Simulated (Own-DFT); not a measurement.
# Point defects and the pressure they add: zincblende GaAs

Source: density functional calculations with Own-DFT, an unreviewed in-house program that is no longer used. Nothing was measured or relaxed, and spin and spin-orbit coupling are left out.

Method: PBE; PseudoDojo norm-conserving scalar-relativistic files; cutoff 42 hartree; 3 x 3 x 3 k mesh centred on Gamma; Fermi-Dirac smearing of 0.1 eV.

Caveats (not all hold for every row): not probed for a lower state with spin; forces not confirmed at this smearing and k mesh; stress not checked against mesh or cutoff.

All runs share one cell, with vectors in Å (10.862, 0.000, 0.000); (0.000, 10.862, 0.000); (0.000, 0.000, 11.796) and a volume of 1391.7 Å³, strained against the parent crystal. u is the rms random offset of the atoms per axis. The defect's site can differ from row to row.

```
                             cell     formula   u (Å)  P (GPa)
                        no defect    As32Ga32  0.0304     6.67
                        no defect    As32Ga32  0.0461     6.94
                        no defect    As32Ga32  0.0482     6.87
              one Al on a Ga site  AlAs32Ga31  0.0293     6.66
              one Al on a Ga site  AlAs32Ga31  0.0315     6.71
              one Al on a Ga site  AlAs32Ga31  0.0484     7.03
              one In on a Ga site  As32Ga31In  0.0282     7.35
              one In on a Ga site  As32Ga31In  0.0299     7.40
              one In on a Ga site  As32Ga31In  0.0320     7.49
one As vacancy and one Ga vacancy    As31Ga31  0.0291     5.92
one As vacancy and one Ga vacancy    As31Ga31  0.0475     6.17
one As vacancy and one Ga vacancy    As31Ga31  0.0500     6.11
              one P on an As site   As31Ga32P  0.0302        ?
              one P on an As site   As31Ga32P  0.0307     6.39
              one P on an As site   As31Ga32P  0.0500     6.79
              one P on an As site   As31Ga32P  0.0501     6.76
```

## Fit

P = P0 + c u² + a shift for each defect gives P0 = 6.47 GPa, c = 201 ± 23 GPa/Å² and a scatter of 0.05 GPa. The shifts, and each times the cell's volume:

- one In on a Ga site: 0.76 ± 0.05 GPa, 6.6 eV
- one Al on a Ga site: 0.05 ± 0.05 GPa, 0.4 eV (not resolved)
- one P on an As site: -0.22 ± 0.04 GPa, -1.9 eV
- one As vacancy and one Ga vacancy: -0.78 ± 0.04 GPa, -6.7 eV

A positive shift means that the defect pushes the cell outwards. Shift times volume (160.2 GPa Å³ is 1 eV) depends little on the cell's size, so, taken for each site, it can be compared between cells at like pressure. The atoms around the defects weren't relaxed, which would change these numbers.

## Test on the hidden row

Question: what pressure belongs in the blank (one P on an As site, u = 0.0302 Å)?

From the fit: 6.43 ± 0.07 GPa. The hidden result is 6.44 GPa.
